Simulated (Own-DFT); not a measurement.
## Calculated data, InGa$_{3}$As$_{4}$ (zincblende random alloy, strained, atoms displaced)

A calculation, not a measurement: plane-wave PBE density functional theory by an unreviewed code, no spin, of a simulated periodic cell, stress positive in tension, free energy of the whole cell less one offset for each atom, forces on such cells passed a denser k mesh, this cell's mesh not checked; offsets are fitted by least squares, one for each functional and potential file, so energies compare only between cells with the same atoms and settings and are not formation energies; the far tail of each file's local potential was reset to the Coulomb form; each entry is a single point on an unrelaxed cell, so the pressure reflects the starting lattice, mostly measured values, from which strain is counted, and rises with the displacements; printed positions are rounded, which can move forces by about a meV/angstrom; the program is a retired in-house code; no spin-orbit coupling. Program: Own-DFT development build.

Entry: InGa$_{3}$As$_{4}$ (zincblende random alloy, strained, atoms displaced)

```
cell vectors (Å)
  11.3066     0.0000     0.0000
   0.0000    11.3066     0.0000
   0.0000     0.0000    11.7318
atoms (fractions of the cell vectors)
Ga  0.00388  0.00217  0.00868
In  0.99437  0.24992  0.24757
Ga  0.25723  0.00010  0.25637
In  0.24789  0.25041  0.00555
As  0.12058  0.11889  0.11974
As  0.12663  0.37747  0.37819
As  0.37665  0.13030  0.37329
As  0.38343  0.37561  0.12228
Ga  0.99884  0.99759  0.50166
Ga  0.00722  0.25612  0.75081
Ga  0.23798  0.00249  0.74720
Ga  0.24422  0.24882  0.50188
As  0.12043  0.12414  0.62835
As  0.13023  0.36866  0.87594
As  0.37614  0.12376  0.87753
As  0.37845  0.37660  0.62343
Ga  0.99689  0.50432  0.00188
Ga  0.00463  0.75661  0.25234
Ga  0.25061  0.50911  0.24739
In  0.25604  0.75045  0.00252
As  0.11595  0.62613  0.12937
As  0.12619  0.88023  0.36894
As  0.37209  0.62457  0.37593
As  0.38026  0.88392  0.12616
Ga  0.00518  0.50507  0.50272
Ga  0.00201  0.75096  0.75346
Ga  0.24995  0.50062  0.75358
In  0.25214  0.75386  0.50482
As  0.12209  0.62202  0.62706
As  0.13230  0.88210  0.87740
As  0.38332  0.61739  0.86664
As  0.36901  0.87728  0.62178
Ga  0.50030  0.00425  0.00009
In  0.50569  0.25539  0.24971
Ga  0.74589  0.00346  0.24867
In  0.75165  0.25484  0.99880
As  0.62826  0.12532  0.12801
As  0.62634  0.37335  0.36948
As  0.87238  0.12831  0.37563
As  0.87407  0.37411  0.12344
Ga  0.50718  0.00220  0.50283
Ga  0.49222  0.24826  0.75728
Ga  0.75604  0.99766  0.74752
Ga  0.74346  0.24548  0.50154
As  0.61960  0.12223  0.63192
As  0.62337  0.37228  0.86731
As  0.87677  0.12447  0.87557
As  0.88359  0.37323  0.62037
Ga  0.49965  0.50127  0.00183
Ga  0.49583  0.74611  0.24536
In  0.75394  0.49727  0.24833
Ga  0.75646  0.75249  0.00586
As  0.62850  0.63112  0.12914
As  0.61789  0.87515  0.37543
As  0.87282  0.62474  0.37846
As  0.87399  0.87491  0.12712
In  0.50171  0.50473  0.50018
Ga  0.50448  0.75158  0.75383
Ga  0.75222  0.50890  0.74531
Ga  0.74605  0.75342  0.49635
As  0.62955  0.63451  0.62037
As  0.63413  0.87584  0.87392
As  0.87299  0.62330  0.87588
As  0.87336  0.87119  0.62379
```

* functional: PBE
* potential files: PseudoDojo norm-conserving, scalar-relativistic, standard set
* wave cutoff: 42 hartree
* occupations: Fermi-Dirac
* smearing width: 0.1 eV
* k mesh: 3 x 3 x 3 centred on Gamma
* free energy of cell above offsets: -22.272 eV
* pressure: 5.74 GPa
* stress xx: -6.29 GPa
* stress yy: -6.44 GPa
* stress zz: -4.49 GPa
* stress yz: -0.14 GPa
* stress xz: -0.75 GPa
* stress xy: -0.68 GPa

Force:
```csv
element,x (eV/Å),y (eV/Å),z (eV/Å)
Ga,-1.088,-0.881,-1.445
In,1.205,-0.014,0.42
Ga,-0.31,0.489,-0.62
In,0.756,-0.426,0.151
As,0.971,-0.531,1.874
As,0.483,0.606,-0.092
As,-0.664,-0.79,1.34
As,-1.066,1.881,0.219
Ga,-0.225,0.183,-0.294
Ga,-0.849,-0.509,0.075
Ga,1.354,-0.022,0.119
Ga,0.524,0.065,0.085
As,-0.075,0.349,-0.675
As,-1.201,2.101,-0.692
As,-0.188,-0.879,-0.797
As,-1.315,-1.118,1.062
Ga,0.23,-0.673,-0.388
Ga,-0.961,-0.38,0.218
Ga,-0.004,-0.941,0.077
In,0.156,-0.652,-0.231
As,0.233,-0.29,0.014
As,-0.417,0.375,0.365
As,0.015,0.431,-1.781
As,0.405,0.019,0.692
Ga,-0.513,-0.416,-0.515
Ga,0.037,0.154,0.14
Ga,-0.063,-0.517,-0.573
In,-1.339,-0.793,-1.048
As,-0.058,-0.025,1.075
As,-1.561,-0.096,-0.4
As,0.036,0.283,0.407
As,2.076,1.694,2.157
Ga,0.805,-0.203,-0.223
In,-0.75,-1.006,-0.344
Ga,0.312,-0.538,0.635
In,-0.572,-0.641,-0.603
As,-0.198,-1.183,-0.817
As,1.155,0.191,2.438
As,-0.887,-1.402,1.093
As,1.228,1.286,-1.115
Ga,-0.955,-0.061,-0.2
Ga,0.187,0.194,-0.709
Ga,-0.06,0.365,0.128
Ga,0.202,0.254,0.225
As,0.479,0.42,0.071
As,-0.405,1.48,-0.297
As,1.103,-0.671,-0.831
As,-0.852,0.22,0.284
Ga,0.839,0.056,-0.459
Ga,-0.056,0.471,0.547
In,-0.096,0.592,0.24
Ga,-0.427,-0.19,-0.597
As,-0.856,0.164,-1.279
As,0.394,-0.045,-0.513
As,1.245,1.116,0.57
As,0.399,0.408,0.326
In,0.584,-0.446,-0.216
Ga,-0.105,0.406,-0.544
Ga,-0.067,-0.941,-0.285
Ga,0.426,0.24,-0.302
As,0.244,0.296,1.21
As,-0.507,0.029,0.535
As,0.236,0.497,0.176
As,0.372,-0.035,-0.083
```
